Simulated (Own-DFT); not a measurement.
GaAs (zincblende with one plane slipped along a stacking-fault path, atoms displaced) (calculated)

All values are calculated (Own-DFT development build). A calculation, not a measurement: plane-wave PBE density functional theory by an unreviewed code, no spin, of a simulated periodic cell, stress positive in tension, free energy of the whole cell less one offset for each atom, forces on such cells passed a denser k mesh, this cell's mesh not checked; offsets are fitted by least squares, one for each functional and potential file, so energies compare only between cells with the same atoms and settings and are not formation energies; the far tail of each file's local potential was reset to the Coulomb form; each entry is a single point on an unrelaxed cell, so the pressure reflects the starting lattice, mostly measured values (interpolated for alloys), from which strain is counted, and rises with the displacements; printed positions are rounded, which can move forces by about a meV/angstrom; the program, named Own-DFT, is a retired in-house code; no spin-orbit coupling.

Common to all runs: functional PBE; potential files PseudoDojo norm-conserving, scalar-relativistic, standard set; wave cutoff 42 hartree; occupations Fermi-Dirac; smearing width 0.1 eV; k mesh 4 x 4 x 2 centred on Gamma.

(1) GaAs (zincblende with one plane slipped along a stacking-fault path, atoms displaced)

```
cell vectors (Å)
   5.6533    -5.6533     0.0000
   0.0000     5.6533    -5.6533
  11.9190    11.9190    10.0817
atoms (fractions of the cell vectors)
Ga  0.99970  0.00057  0.99987
As  0.98696  0.97602  0.12443
Ga  0.15477  0.29663  0.16810
As  0.13280  0.25995  0.29209
Ga  0.29256  0.09200  0.33483
As  0.28328  0.07201  0.45804
Ga  0.05576  0.10553  0.49829
As  0.03656  0.07640  0.62384
Ga  0.20466  0.41144  0.66695
As  0.18953  0.37154  0.79173
Ga  0.35563  0.20806  0.83407
As  0.33822  0.18095  0.95965
Ga  0.99466  0.49245  0.00066
As  0.98909  0.47229  0.12642
Ga  0.15375  0.79711  0.16942
As  0.13771  0.77006  0.29119
Ga  0.29833  0.59464  0.33576
As  0.29161  0.56832  0.45853
Ga  0.05672  0.60502  0.50019
As  0.04190  0.58096  0.62675
Ga  0.20026  0.90879  0.66472
As  0.18708  0.87854  0.79079
Ga  0.34715  0.70272  0.83332
As  0.34037  0.67905  0.95402
Ga  0.49747  0.00364  0.99863
As  0.49101  0.97520  0.12512
Ga  0.64753  0.30055  0.16847
As  0.63134  0.26042  0.29240
Ga  0.80201  0.10399  0.33742
As  0.78359  0.06753  0.45839
Ga  0.54854  0.10558  0.49967
As  0.54099  0.08052  0.62370
Ga  0.70663  0.40933  0.66724
As  0.69943  0.38617  0.79034
Ga  0.85663  0.20859  0.83379
As  0.83211  0.18041  0.95458
Ga  0.50026  0.49292  0.99954
As  0.48975  0.47220  0.12556
Ga  0.65226  0.79890  0.16810
As  0.62849  0.76667  0.29040
Ga  0.79564  0.59379  0.33321
As  0.78545  0.56396  0.45789
Ga  0.55955  0.60617  0.50097
As  0.54050  0.58430  0.62466
Ga  0.70402  0.90668  0.66741
As  0.68826  0.88520  0.79341
Ga  0.85817  0.70335  0.83219
As  0.83408  0.67775  0.95937
```

The calculation gives: free energy of cell above offsets -13.786 eV; pressure 5.32 GPa; stress xx -6.5 GPa; stress yy -6.55 GPa; stress zz -2.9 GPa; stress yz -0.67 GPa; stress xz -0.57 GPa; stress xy 1.48 GPa.

Force:
```csv
element,x (eV/Å),y (eV/Å),z (eV/Å)
Ga,-0.275,0.363,-0.229
As,0.315,-0.245,0.307
Ga,-0.302,0.105,-0.095
As,0.164,0.58,-0.569
Ga,0.159,-0.421,0.05
As,-1.597,-2.676,-0.148
Ga,1.329,2.958,0.305
As,0.181,0.307,-0.607
Ga,-0.083,-0.403,0.489
As,0.085,0.286,-0.61
Ga,0.194,-0.46,0.223
As,-0.606,-0.479,0.275
Ga,0.352,0.159,-0.648
As,0.003,0.008,0.045
Ga,-0.564,-0.267,-0.534
As,0.119,0.405,0.513
Ga,-0.484,-0.408,0.086
As,-1.983,-1.283,0.064
Ga,1.884,1.689,0.153
As,-0.271,-0.085,-0.398
Ga,0.398,-0.096,0.162
As,0.374,-0.145,-0.481
Ga,-0.325,-0.55,-0.225
As,0.456,0.665,0.953
Ga,0.087,-0.113,0.398
As,-0.152,-0.018,-0.087
Ga,0.154,-0.55,0.149
As,0.083,0.524,-0.401
Ga,-0.632,-0.825,0.272
As,-1.579,-1.327,0.256
Ga,2.255,1.341,0.047
As,0.188,0.348,-0.025
Ga,-0.478,-0.08,0.01
As,-0.34,0.229,0.505
Ga,-0.394,-0.249,-0.197
As,0.653,-0.044,0.798
Ga,0.159,0.866,-0.594
As,-0.159,0.202,-0.374
Ga,-0.335,-0.192,-0.157
As,0.869,0.316,-0.08
Ga,-0.26,-0.207,-0.071
As,-1.655,-2.027,0.03
Ga,1.806,1.898,-0.042
As,0.274,-0.066,0.224
Ga,0.032,0.264,0.108
As,-0.091,-0.547,0.225
Ga,-0.151,0.914,-0.053
As,0.139,-0.667,-0.022
```

(2) GaAs (zincblende with one plane slipped along a stacking-fault path, atoms displaced)

```
cell vectors (Å)
   5.6533    -5.6533     0.0000
   0.0000     5.6533    -5.6533
  11.9190    11.9190    10.0817
atoms (fractions of the cell vectors)
Ga  0.99942  0.00473  0.99979
As  0.98335  0.97571  0.12363
Ga  0.15040  0.30298  0.16643
As  0.14070  0.26472  0.29210
Ga  0.29710  0.09882  0.33149
As  0.28439  0.07654  0.46040
Ga  0.05789  0.10779  0.49867
As  0.03702  0.08307  0.62417
Ga  0.19682  0.41050  0.66544
As  0.18983  0.38110  0.79327
Ga  0.35143  0.19541  0.83309
As  0.34118  0.18987  0.95527
Ga  0.99798  0.50297  0.99781
As  0.98306  0.47222  0.12735
Ga  0.14584  0.79710  0.16841
As  0.13725  0.76788  0.29168
Ga  0.29566  0.59565  0.33366
As  0.28744  0.55931  0.46092
Ga  0.05679  0.61554  0.49942
As  0.03910  0.58555  0.62715
Ga  0.20321  0.89833  0.66847
As  0.17882  0.87255  0.79234
Ga  0.34979  0.69604  0.83118
As  0.33528  0.67651  0.96002
Ga  0.50077  0.00372  0.00009
As  0.48802  0.97256  0.12312
Ga  0.65001  0.28901  0.16956
As  0.63940  0.27119  0.29118
Ga  0.79970  0.10008  0.33412
As  0.77970  0.06777  0.45653
Ga  0.55686  0.11066  0.50077
As  0.54091  0.08033  0.62336
Ga  0.69774  0.40722  0.66678
As  0.68758  0.36791  0.79190
Ga  0.84736  0.19587  0.83585
As  0.83520  0.18233  0.95609
Ga  0.48668  0.49321  0.99862
As  0.48312  0.45996  0.12437
Ga  0.64715  0.79476  0.16675
As  0.63060  0.77002  0.29170
Ga  0.80469  0.60154  0.33211
As  0.78462  0.56820  0.46043
Ga  0.55568  0.61256  0.50125
As  0.54992  0.58693  0.62479
Ga  0.70041  0.90634  0.66834
As  0.69010  0.87597  0.79228
Ga  0.85354  0.69619  0.83469
As  0.84350  0.67797  0.95824
```

The calculation gives: free energy of cell above offsets -13.553 eV; pressure 5.38 GPa; stress xx -6.59 GPa; stress yy -6.78 GPa; stress zz -2.77 GPa; stress yz -0.15 GPa; stress xz -0.33 GPa; stress xy 1.5 GPa.

Force:
```csv
element,x (eV/Å),y (eV/Å),z (eV/Å)
Ga,-0.099,-0.206,-0.259
As,0.382,0.052,0.225
Ga,-0.072,-0.1,0.327
As,-0.673,0.814,-0.708
Ga,0.856,-0.38,0.794
As,-1.044,-4.077,-0.437
Ga,0.355,3.977,0.233
As,0.411,-0.182,0.223
Ga,0.604,-0.404,0.284
As,-0.617,-0.753,0.477
Ga,-0.329,0.169,-0.45
As,-0.302,-0.497,1.362
Ga,0.572,0.228,0.486
As,-0.245,-0.368,-0.476
Ga,-0.208,-0.285,-0.484
As,0.181,0.33,-0.33
Ga,0.296,-0.241,0.571
As,-3.573,-0.773,0.091
Ga,2.743,1.122,-0.123
As,-0.66,-0.337,-0.055
Ga,-0.061,0.555,-0.864
As,0.633,-0.595,-0.182
Ga,0.496,0.796,-0.242
As,-0.232,-0.228,-0.552
Ga,-0.378,0.126,-0.28
As,0.022,0.334,0.466
Ga,-0.453,-0.091,-0.305
As,0.123,0.566,0.105
Ga,-0.134,-0.507,0.078
As,-0.769,-2.377,0.228
Ga,1.251,2.084,-0.123
As,0.278,0.514,0.232
Ga,0.284,-0.372,0.369
As,-0.059,0.208,-0.374
Ga,-0.15,-0.58,-0.54
As,0.503,0.117,0.752
Ga,1.173,0.196,-0.633
As,0.363,0.16,-0.452
Ga,-0.326,-0.264,0.198
As,0.329,-0.147,-0.195
Ga,-0.215,0.446,0.441
As,-2.534,-2.005,-0.103
Ga,2.835,1.334,-0.304
As,-0.576,0.779,0.252
Ga,0.147,-0.172,-0.265
As,0.077,-0.062,0.258
Ga,-0.663,0.275,0.238
As,-0.544,0.823,0.048
```

(3) GaAs (zincblende with one plane slipped along a stacking-fault path, atoms displaced)

```
cell vectors (Å)
   5.6533    -5.6533     0.0000
   0.0000     5.6533    -5.6533
  11.9190    11.9190    10.0817
atoms (fractions of the cell vectors)
Ga  0.00682  0.00372  0.99900
As  0.97764  0.97385  0.12632
Ga  0.14834  0.29450  0.16642
As  0.13461  0.27740  0.29205
Ga  0.30062  0.10141  0.33131
As  0.27934  0.06509  0.46061
Ga  0.04232  0.10530  0.49947
As  0.04373  0.08573  0.62603
Ga  0.20343  0.40763  0.66668
As  0.18401  0.37696  0.79125
Ga  0.34827  0.19995  0.83531
As  0.33615  0.17264  0.96097
Ga  0.00259  0.49728  0.00117
As  0.99007  0.47253  0.12458
Ga  0.14432  0.79540  0.16577
As  0.13520  0.76167  0.29018
Ga  0.29746  0.58900  0.33372
As  0.28623  0.57002  0.45939
Ga  0.05846  0.61464  0.50028
As  0.04101  0.57971  0.62653
Ga  0.20465  0.90230  0.66528
As  0.19533  0.88235  0.79140
Ga  0.35681  0.70166  0.83582
As  0.34585  0.68196  0.95781
Ga  0.49870  0.00277  0.99720
As  0.48705  0.97765  0.12450
Ga  0.64812  0.29776  0.16568
As  0.62884  0.26297  0.29247
Ga  0.79060  0.09250  0.33423
As  0.78684  0.06699  0.45836
Ga  0.55414  0.10787  0.50392
As  0.54029  0.08621  0.62736
Ga  0.70709  0.40981  0.66509
As  0.69456  0.37883  0.78964
Ga  0.85630  0.20474  0.83405
As  0.84145  0.17600  0.95926
Ga  0.49895  0.49866  0.99929
As  0.48693  0.47086  0.12291
Ga  0.65124  0.79708  0.16580
As  0.64080  0.77408  0.29250
Ga  0.80009  0.60016  0.33325
As  0.78361  0.57305  0.45897
Ga  0.56179  0.62269  0.50089
As  0.53603  0.57605  0.62333
Ga  0.70264  0.90049  0.66556
As  0.68214  0.87589  0.79014
Ga  0.85107  0.70279  0.83233
As  0.83286  0.67452  0.95708
```

It finds free energy of cell above offsets -13.992 eV; pressure 5.25 GPa; stress xx -6.7 GPa; stress yy -6.28 GPa; stress zz -2.77 GPa; stress yz -0.25 GPa; stress xz 0.02 GPa; stress xy 1.5 GPa.

Force:
```csv
element,x (eV/Å),y (eV/Å),z (eV/Å)
Ga,-0.395,0.407,0.766
As,0.304,-0.987,-0.262
Ga,0.283,0.179,-0.119
As,-0.458,-0.501,0.577
Ga,-0.373,0.355,0.944
As,-1.756,-2.016,-0.116
Ga,4.301,0.66,0.204
As,-0.317,-0.241,0.216
Ga,0.083,0.064,0.195
As,0.673,-0.287,-0.134
Ga,0.093,-0.162,-0.5
As,-0.147,-0.231,-0.724
Ga,-0.221,0.09,-0.579
As,-0.109,0.229,0.108
Ga,0.108,0.03,-0.231
As,0.278,0.493,-0.401
Ga,0.554,0.358,-0.437
As,-1.93,-2.082,0.116
Ga,1.499,2.079,-0.18
As,-0.172,-0.252,-0.393
Ga,0.089,0.598,-0.06
As,-0.2,-0.055,0.396
Ga,-0.773,0.038,-0.167
As,-0.252,0.271,0.617
Ga,0.793,0.013,0.356
As,-0.302,-0.355,0.289
Ga,0.314,0.009,0.067
As,0.322,-0.023,-0.936
Ga,0.336,-0.206,-0.217
As,-4.162,-0.197,-0.104
Ga,1.421,1.425,-0.301
As,0.186,-0.583,0.25
Ga,0.009,0.355,0.144
As,-0.13,0.531,0.294
Ga,-0.474,0.105,0.306
As,-0.244,-0.044,-0.132
Ga,0.079,0.033,-0.131
As,0.164,0.402,0.062
Ga,-0.501,0.632,0.367
As,-0.627,-0.116,0.079
Ga,0.04,-0.275,0.426
As,-1.504,-2.431,0.199
Ga,1.44,1.866,-0.265
As,0.479,0.232,-0.068
Ga,-0.013,0.226,-0.199
As,0.665,-0.244,-0.166
Ga,-0.035,-0.121,-0.236
As,0.584,-0.274,0.08
```

(4) GaAs (zincblende with one plane slipped along a stacking-fault path, atoms displaced)

```
cell vectors (Å)
   5.6533    -5.6533     0.0000
   0.0000     5.6533    -5.6533
  11.9190    11.9190    10.0817
atoms (fractions of the cell vectors)
Ga  0.00171  0.00276  0.00072
As  0.98408  0.97482  0.12372
Ga  0.14813  0.29485  0.16878
As  0.13654  0.26334  0.29534
Ga  0.29242  0.09343  0.33138
As  0.28118  0.06479  0.45668
Ga  0.05252  0.11232  0.50117
As  0.04103  0.07591  0.62598
Ga  0.20453  0.41301  0.66487
As  0.19121  0.38024  0.79263
Ga  0.35351  0.20662  0.83127
As  0.34018  0.17894  0.95845
Ga  0.00384  0.50171  0.99771
As  0.97950  0.47202  0.12210
Ga  0.15315  0.80532  0.16506
As  0.13081  0.76839  0.29065
Ga  0.29696  0.59423  0.33388
As  0.27873  0.56468  0.45872
Ga  0.05368  0.60994  0.49771
As  0.03896  0.57970  0.62550
Ga  0.19816  0.90127  0.66617
As  0.18376  0.87879  0.79072
Ga  0.34809  0.70199  0.83409
As  0.33648  0.67350  0.95824
Ga  0.49234  0.00205  0.99948
As  0.48739  0.96736  0.12354
Ga  0.64762  0.29612  0.16529
As  0.63312  0.26893  0.29086
Ga  0.80047  0.09604  0.33275
As  0.78008  0.06688  0.46108
Ga  0.55410  0.10316  0.49969
As  0.53714  0.08603  0.62600
Ga  0.69683  0.39863  0.66508
As  0.68953  0.37126  0.79188
Ga  0.85784  0.20365  0.83187
As  0.83679  0.17521  0.95899
Ga  0.50613  0.50754  0.00024
As  0.48138  0.46889  0.12698
Ga  0.64386  0.79537  0.16578
As  0.63301  0.77029  0.29318
Ga  0.78790  0.58630  0.33397
As  0.78690  0.56799  0.45718
Ga  0.55910  0.61396  0.49860
As  0.53892  0.58052  0.62468
Ga  0.71161  0.91060  0.66540
As  0.69636  0.88753  0.79280
Ga  0.84756  0.70160  0.83378
As  0.83942  0.68003  0.95797
```

## Withheld values
1. GaAs (zincblende with one plane slipped along a stacking-fault path, atoms displaced) (entry 4): stress xx?
2. What stress yy does the calculation give for GaAs (zincblende with one plane slipped along a stacking-fault path, atoms displaced) (entry 4)?
3. Give the missing stress zz for GaAs (zincblende with one plane slipped along a stacking-fault path, atoms displaced) (entry 4).
4. Give the table of force values for GaAs (zincblende with one plane slipped along a stacking-fault path, atoms displaced) (entry 4).

## Answers
1. -6.41 GPa
2. -6.67 GPa
3. -2.68 GPa
4. 
Force:
```csv
element,x (eV/Å),y (eV/Å),z (eV/Å)
Ga,-0.138,-0.112,-0.25
As,0.231,0.154,0.296
Ga,-0.428,0.434,-0.115
As,-0.595,0.333,-0.992
Ga,0.633,-0.529,0.611
As,-1.612,-1.464,0.162
Ga,2.36,1.101,-0.147
As,0.202,0.185,-0.788
Ga,0.144,-0.073,0.682
As,-0.184,-0.344,-0.502
Ga,0.142,0.011,0.464
As,-0.33,0.22,-0.388
Ga,-0.273,0.259,0.225
As,0.835,-0.045,0.01
Ga,-0.361,-0.067,0.502
As,-0.119,-0.097,0.181
Ga,-0.174,0.17,-0.06
As,-1.145,-2.682,0.251
Ga,2.453,2.313,0.078
As,-0.541,-0.043,-0.263
Ga,0.343,-0.043,0.108
As,0.282,-0.086,0.161
Ga,0.129,-0.062,-0.507
As,0.258,0.067,-0.333
Ga,0.269,-0.575,0.108
As,-0.052,0.501,-0.384
Ga,-0.039,-0.032,0.202
As,-0.131,-0.235,0.175
Ga,-0.013,0.467,0.332
As,-1.732,-3.291,-0.234
Ga,0.828,3.441,0.147
As,-0.285,-0.892,0.547
Ga,0.627,0.579,-0.344
As,-0.041,0.153,-0.587
Ga,0.371,0.599,0.224
As,-0.326,-0.109,-0.112
Ga,-0.068,0.056,0.427
As,-0.075,-0.263,-0.315
Ga,0.507,-0.143,0.368
As,-0.174,-0.31,-0.183
Ga,0.187,-0.151,-0.504
As,-2.518,-1.31,0.195
Ga,1.514,2.037,-0.088
As,0.236,-0.068,-0.33
Ga,-0.383,0.652,0.4
As,-0.877,-0.363,0.459
Ga,-0.165,-0.191,0.024
As,0.228,-0.151,0.085
```

Further results for GaAs (zincblende with one plane slipped along a stacking-fault path, atoms displaced) (entry 4):

```
free energy of cell above offsets : -13.959 eV
pressure                          : 5.26 GPa
stress yz                         : -0.05 GPa
stress xz                         : -0.04 GPa
stress xy                         : 1.95 GPa
```
